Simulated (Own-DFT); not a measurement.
# Shaking the atoms of beta-Si3N4, 112 atoms (N64Si48)

These are calculations, not measurements. They come from Own-DFT, an in-house plane-wave density functional program, since retired, whose code no person has reviewed. Each row is one single-point run on a periodic cell that was not relaxed, without spin or spin-orbit coupling.

Settings of every run: PBEsol; PseudoDojo norm-conserving scalar-relativistic files, made for PBE; cutoff 42 hartree; 2 x 2 x 4 k mesh centred on Gamma; Fermi-Dirac smearing of 0.1 eV.

Known limits, some of them of some rows only: some atoms lie very close together; forces on such cells moved up to 12 meV/angstrom on a denser k mesh; stress not checked against mesh or cutoff.

Cell vectors in Å: (15.212, 0.000, 0.000); (-7.606, 13.174, 0.000); (0.000, 0.000, 5.818). In each run every atom was moved at random and independently from its ideal site; u is the rms move along one axis. E is the free energy for each atom above the fitted value at u = 0, and F the rms of the force components.

| run | u (Å) | E (meV/atom) | F (eV/Å) | largest force (eV/Å) | P (GPa) |
|---|---|---|---|---|---|
| 1 | 0.0199 | 17.5 | 0.871 | 3.12 | 3.20 |
| 2 | 0.0205 | 19.0 | 0.880 | 3.27 | 3.09 |
| 3 | 0.0208 | 22.4 | 0.989 | 3.78 | 3.37 |
| 4 | 0.0471 | 103.5 | 2.005 | 9.96 | 4.98 |
| 5 | 0.0497 | ? | ? | ? | ? |
| 6 | 0.0510 | 115.4 | 2.038 | 7.96 | 5.68 |
| 7 | 0.0952 | 441.3 | 4.670 | 23.23 | 14.50 |
| 8 | 0.0989 | 442.4 | 4.511 | 29.43 | 14.09 |
| 9 | 0.1023 | 500.4 | 5.349 | 33.80 | 14.99 |
| 10 | 0.1466 | 1091.3 | 8.785 | 60.51 | 31.71 |

## Worked fit

For small independent moves the energy grows as E = (3/2) K u², with K the mean stiffness felt by one atom. The runs with u up to 0.11 Å give K = 31.1 ± 0.6 eV/Å², with residuals divided by u² + 0.0006 Å², since the noise grows with the moves. The scatter is 5.2 meV/atom at u = 0.05 Å. The forces follow F = G u with G = 45.6 eV/Å²; no force at u = 0 is resolved. G exceeds K because the moves of its neighbours add to the force on an atom, and stiffness differs between atoms. At u = 0.147 Å the parabola gives 1004 meV/atom and the run 1091. The pressure follows P = 2.63 + 1212 u² GPa: at fixed volume, shortened bonds push harder than stretched ones pull.

## Withheld run

Question: what energy and rms force should run 5 give?

The fit gives 115 ± 6 meV/atom and about 2.27 eV/Å. The calculation gave 108.4 meV/atom and 1.975 eV/Å.
